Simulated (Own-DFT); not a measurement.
## Calculated data, GaP (zincblende, atoms displaced)

All values are calculated (Own-DFT development build). A calculation, not a measurement: plane-wave PBE density functional theory by an unreviewed code, no spin, of a simulated periodic cell, stress positive in tension, free energy of the whole cell less one offset for each atom, forces on such cells passed a denser k mesh, this cell's mesh not checked; offsets are fitted by least squares, one for each functional and potential file, so energies compare only between cells with the same atoms and settings and are not formation energies; the far tail of each file's local potential was reset to the Coulomb form; each entry is a single point on an unrelaxed cell, so the pressure reflects the starting lattice, mostly measured values (interpolated for alloys), from which strain is counted, and rises with the displacements; printed positions are rounded, which can move forces by about a meV/angstrom; the program, named Own-DFT, is a retired in-house code; no spin-orbit coupling.

```json
{"formula": "GaP", "kind": "zincblende, atoms displaced", "structure": {"cell_angstrom": [[16.3515, 0.0, 0.0], [0.0, 10.901, 0.0], [0.0, 0.0, 10.901]], "atoms_fractional": [["Ga", 0.99898, 0.00053, 0.00064], ["Ga", 0.99906, 0.25049, 0.24705], ["Ga", 0.16677, 0.9994, 0.2489], ["Ga", 0.16584, 0.2498, 0.99986], ["P", 0.08256, 0.12526, 0.12428], ["P", 0.08391, 0.37138, 0.37434], ["P", 0.2505, 0.12583, 0.37533], ["P", 0.25108, 0.37447, 0.12395], ["Ga", 0.99951, 0.99584, 0.49942], ["Ga", 0.99877, 0.24962, 0.74855], ["Ga", 0.16769, 0.99854, 0.74761], ["Ga", 0.16539, 0.25106, 0.4995], ["P", 0.08181, 0.12727, 0.62729], ["P", 0.08385, 0.37584, 0.87468], ["P", 0.25281, 0.12373, 0.87581], ["P", 0.24831, 0.37653, 0.62181], ["Ga", 0.99828, 0.4996, 0.00037], ["Ga", 0.99916, 0.7508, 0.24981], ["Ga", 0.16592, 0.50231, 0.25069], ["Ga", 0.16737, 0.74931, 0.00194], ["P", 0.08152, 0.62843, 0.12567], ["P", 0.0827, 0.87533, 0.37685], ["P", 0.24896, 0.62504, 0.37396], ["P", 0.24989, 0.87698, 0.12264], ["Ga", 0.99887, 0.50006, 0.49972], ["Ga", 0.00149, 0.74997, 0.74679], ["Ga", 0.16745, 0.50225, 0.74845], ["Ga", 0.16644, 0.75231, 0.50043], ["P", 0.08403, 0.62224, 0.61822], ["P", 0.08241, 0.87775, 0.87822], ["P", 0.25154, 0.62482, 0.87595], ["P", 0.24985, 0.86969, 0.62346], ["Ga", 0.33216, 0.00128, 0.99732], ["Ga", 0.33122, 0.24848, 0.24898], ["Ga", 0.49906, 0.99561, 0.25152], ["Ga", 0.50379, 0.252, 0.00203], ["P", 0.41523, 0.12181, 0.12508], ["P", 0.4149, 0.37471, 0.37483], ["P", 0.583, 0.12678, 0.37661], ["P", 0.58086, 0.37087, 0.12691], ["Ga", 0.33371, 0.99809, 0.49999], ["Ga", 0.33336, 0.25005, 0.75259], ["Ga", 0.49889, 0.00152, 0.74678], ["Ga", 0.50038, 0.25209, 0.50087], ["P", 0.41648, 0.12358, 0.62827], ["P", 0.41737, 0.37827, 0.87289], ["P", 0.58371, 0.12691, 0.8747], ["P", 0.58381, 0.37461, 0.6255], ["Ga", 0.33335, 0.49883, 0.99853], ["Ga", 0.33344, 0.74837, 0.2512], ["Ga", 0.4998, 0.50129, 0.24878], ["Ga", 0.49839, 0.7473, 0.99586], ["P", 0.41717, 0.62235, 0.12462], ["P", 0.41565, 0.87673, 0.37665], ["P", 0.58465, 0.62221, 0.37189], ["P", 0.58447, 0.8743, 0.12388], ["Ga", 0.33268, 0.50094, 0.49975], ["Ga", 0.33356, 0.74921, 0.75163], ["Ga", 0.50033, 0.49855, 0.74884], ["Ga", 0.49912, 0.74932, 0.49697], ["P", 0.41653, 0.62327, 0.62298], ["P", 0.41717, 0.8741, 0.87825], ["P", 0.58263, 0.62555, 0.87465], ["P", 0.5832, 0.87378, 0.62358], ["Ga", 0.66628, 0.00052, 0.00136], ["Ga", 0.66629, 0.25189, 0.25366], ["Ga", 0.83508, 0.99883, 0.24874], ["Ga", 0.83368, 0.25237, 0.0016], ["P", 0.74991, 0.12006, 0.12862], ["P", 0.75049, 0.37437, 0.37379], ["P", 0.91684, 0.12759, 0.37508], ["P", 0.91443, 0.37569, 0.12503], ["Ga", 0.66781, 0.99949, 0.49959], ["Ga", 0.66615, 0.248, 0.74987], ["Ga", 0.83212, 0.99878, 0.7478], ["Ga", 0.83406, 0.25117, 0.5009], ["P", 0.74968, 0.12666, 0.63053], ["P", 0.75008, 0.37489, 0.87362], ["P", 0.91523, 0.12414, 0.87409], ["P", 0.91602, 0.37522, 0.62415], ["Ga", 0.66753, 0.49983, 0.00276], ["Ga", 0.66752, 0.74803, 0.24886], ["Ga", 0.8327, 0.49657, 0.25196], ["Ga", 0.83313, 0.74726, 0.00316], ["P", 0.74873, 0.62478, 0.12225], ["P", 0.74771, 0.87422, 0.37121], ["P", 0.91529, 0.62242, 0.37614], ["P", 0.9171, 0.87307, 0.12382], ["Ga", 0.66636, 0.49506, 0.50118], ["Ga", 0.66656, 0.75095, 0.753], ["Ga", 0.83351, 0.49796, 0.75068], ["Ga", 0.8319, 0.75262, 0.49908], ["P", 0.74726, 0.62331, 0.62602], ["P", 0.75101, 0.87508, 0.87665], ["P", 0.9176, 0.62512, 0.87319], ["P", 0.91595, 0.87486, 0.62694]]}, "settings": {"functional": "PBE", "potential_files": "PseudoDojo norm-conserving, scalar-relativistic, standard set", "wave_cutoff [hartree]": 42.0, "occupations": "Fermi-Dirac", "smearing_width [eV]": 0.1, "k_mesh": "2 x 3 x 3 centred on Gamma"}, "results": {"free_energy_of_cell_above_offsets [eV]": "-53.548", "pressure [GPa]": 2.72, "stress_xx [GPa]": -2.73, "stress_yy [GPa]": -2.71, "stress_zz [GPa]": -2.71, "stress_yz [GPa]": -0.05, "stress_xz [GPa]": -0.03, "stress_xy [GPa]": -0.01, "force_element": ["Ga", "Ga", "Ga", "Ga", "P", "P", "P", "P", "Ga", "Ga", "Ga", "Ga", "P", "P", "P", "P", "Ga", "Ga", "Ga", "Ga", "P", "P", "P", "P", "Ga", "Ga", "Ga", "Ga", "P", "P", "P", "P", "Ga", "Ga", "Ga", "Ga", "P", "P", "P", "P", "Ga", "Ga", "Ga", "Ga", "P", "P", "P", "P", "Ga", "Ga", "Ga", "Ga", "P", "P", "P", "P", "Ga", "Ga", "Ga", "Ga", "P", "P", "P", "P", "Ga", "Ga", "Ga", "Ga", "P", "P", "P", "P", "Ga", "Ga", "Ga", "Ga", "P", "P", "P", "P", "Ga", "Ga", "Ga", "Ga", "P", "P", "P", "P", "Ga", "Ga", "Ga", "Ga", "P", "P", "P", "P"], "force_x [eV/angstrom]": [-0.088, 0.087, -0.047, 0.224, 0.031, -0.373, -0.283, -0.425, -0.09, -0.02, -0.1, 0.107, 0.271, -0.182, -0.81, 0.326, 0.251, -0.077, -0.071, -0.153, 0.172, 0.136, 0.068, 0.158, 0.12, 0.179, -0.082, -0.049, -0.069, 0.32, -0.382, 0.203, 0.389, 0.405, 0.281, -1.025, 0.382, 0.178, -0.088, 0.81, -0.229, -0.051, 0.352, -0.308, -0.252, 0.112, -0.136, -0.084, 0.113, -0.03, -0.123, 0.313, -0.233, 0.058, -0.107, -0.442, -0.041, 0.284, 0.075, 0.226, 0.067, -0.177, 0.163, 0.002, 0.08, 0.04, -0.026, -0.419, -0.028, -0.109, 0.013, 0.371, -0.153, -0.039, 0.102, -0.256, 0.139, -0.18, 0.045, 0.135, -0.507, -0.297, -0.1, 0.152, 0.407, 0.529, 0.019, -0.077, 0.069, -0.024, -0.091, -0.172, 0.398, -0.094, -0.146, -0.02], "force_y [eV/angstrom]": [0.152, 0.02, 0.136, -0.033, -0.086, 0.528, -0.275, 0.165, 0.645, 0.164, 0.143, -0.35, -0.484, 0.018, 0.251, -0.254, 0.092, -0.103, -0.291, 0.128, -0.481, -0.074, 0.176, -0.295, -0.388, -0.082, -0.103, -0.387, 0.376, -0.405, 0.042, 0.529, -0.28, 0.041, 0.441, -0.504, 0.327, 0.028, -0.325, 0.759, 0.32, 0.265, -0.404, -0.197, 0.406, -0.507, -0.383, -0.188, -0.012, 0.19, -0.356, 0.107, 0.334, -0.48, 0.115, -0.276, -0.096, -0.011, 0.342, -0.151, 0.212, 0.293, -0.361, 0.054, 0.012, -0.486, -0.047, -0.575, 0.814, -0.083, -0.436, 0.044, 0.212, 0.38, 0.056, -0.239, -0.227, -0.08, 0.123, 0.065, -0.325, 0.034, 0.533, 0.121, -0.253, 0.173, 0.396, 0.135, 0.416, 0.005, 0.346, -0.335, 0.146, -0.045, 0.042, -0.101], "force_z [eV/angstrom]": [-0.101, 0.146, 0.163, -0.102, 0.061, -0.198, 0.159, 0.052, 0.233, 0.388, 0.238, 0.132, -0.425, -0.091, -0.319, 0.433, -0.058, 0.345, -0.261, -0.243, -0.074, -0.392, 0.195, 0.329, -0.281, 0.229, 0.103, -0.377, 0.637, -0.469, -0.049, 0.266, 0.346, -0.005, -0.231, -0.401, -0.063, -0.085, -0.039, 0.188, 0.254, -0.351, 0.51, -0.002, -0.552, 0.348, 0.032, 0.091, 0.15, -0.284, 0.226, 0.613, -0.086, -0.206, 0.348, 0.029, -0.147, -0.092, -0.079, 0.092, 0.192, -0.612, 0.027, 0.085, -0.199, -0.346, 0.286, -0.15, -0.274, 0.412, 0.023, 0.064, 0.144, 0.235, 0.425, 0.017, -0.913, 0.287, 0.119, 0.113, -0.391, -0.17, -0.29, -0.533, 0.64, 0.264, -0.182, 0.143, -0.206, -0.174, -0.131, 0.146, -0.068, 0.047, 0.049, -0.346]}}
```
